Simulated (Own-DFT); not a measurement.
# Point defects and the pressure they add: monoclinic HfO2

No measurement is shown. These are fixed-geometry runs of a retired plane-wave code named Own-DFT, which no person has reviewed; spin and spin-orbit coupling are neglected.

All runs used: PBE; PseudoDojo norm-conserving scalar-relativistic files; cutoff 72 hartree; 2 x 2 x 2 k mesh centred on Gamma; Fermi-Dirac smearing of 0.1 eV.

Caveats (not all hold for every row): not probed for a lower state with spin; hafnium file: forces about 75 meV/angstrom off all-electron values; oxygen file: force components 24 meV/angstrom off all-electron in a glass; forces on such cells passed a denser k mesh, each cell not checked; stress not checked against mesh or cutoff.

All runs share one cell, with vectors in Å (10.234, 0.000, 0.000); (0.000, 10.350, 0.000); (-1.696, 0.000, 10.445) and a volume of 1106.4 Å³. Atoms were moved at random from their sites; u is the rms move along one axis. The defect's site can differ from row to row.

```
cell,formula,u (Å),P (GPa)
no defect,Hf32O64,0.0192,3.92
no defect,Hf32O64,0.0211,4.08
no defect,Hf32O64,0.0493,6.01
two O vacancies,Hf32O62,0.0290,4.05
two O vacancies,Hf32O62,0.0303,3.04
two O vacancies,Hf32O62,0.0486,4.04
two Al on a Hf site each and one O vacancy,Al2Hf30O63,0.0291,1.76
two Al on a Hf site each and one O vacancy,Al2Hf30O63,0.0318,1.51
two Al on a Hf site each and one O vacancy,Al2Hf30O63,0.0512,?
two Al on a Hf site each and one O vacancy,Al2Hf30O63,0.0525,3.59
one Si on a Hf site,Hf31O64Si,0.0316,3.38
one Si on a Hf site,Hf31O64Si,0.0481,4.47
one Si on a Hf site,Hf31O64Si,0.0517,4.94
```

## Fit

P = P0 + c u² + a shift for each defect gives P0 = 3.73 GPa, c = 866 ± 147 GPa/Å² and a scatter of 0.42 GPa. The shifts, and each times the cell's volume:

- one Si on a Hf site: -1.19 ± 0.37 GPa, -8.2 eV
- two O vacancies: -1.21 ± 0.34 GPa, -8.3 eV (-4.2 eV for each of its 2 sites)
- two Al on a Hf site each and one O vacancy: -2.77 ± 0.35 GPa, -19.2 eV

A positive shift means that the defect pushes the cell outwards. Shift times volume (160.2 GPa Å³ is 1 eV) depends little on the cell's size, so, taken for each site, it can be compared between cells at like pressure. The atoms around the defects weren't relaxed, which would change these numbers.

## Prediction

Asked: what pressure belongs in the blank (two Al on a Hf site each and one O vacancy, u = 0.0512 Å)?

The fitted form gives 3.22 ± 0.51 GPa. DFT gave 3.31 GPa.
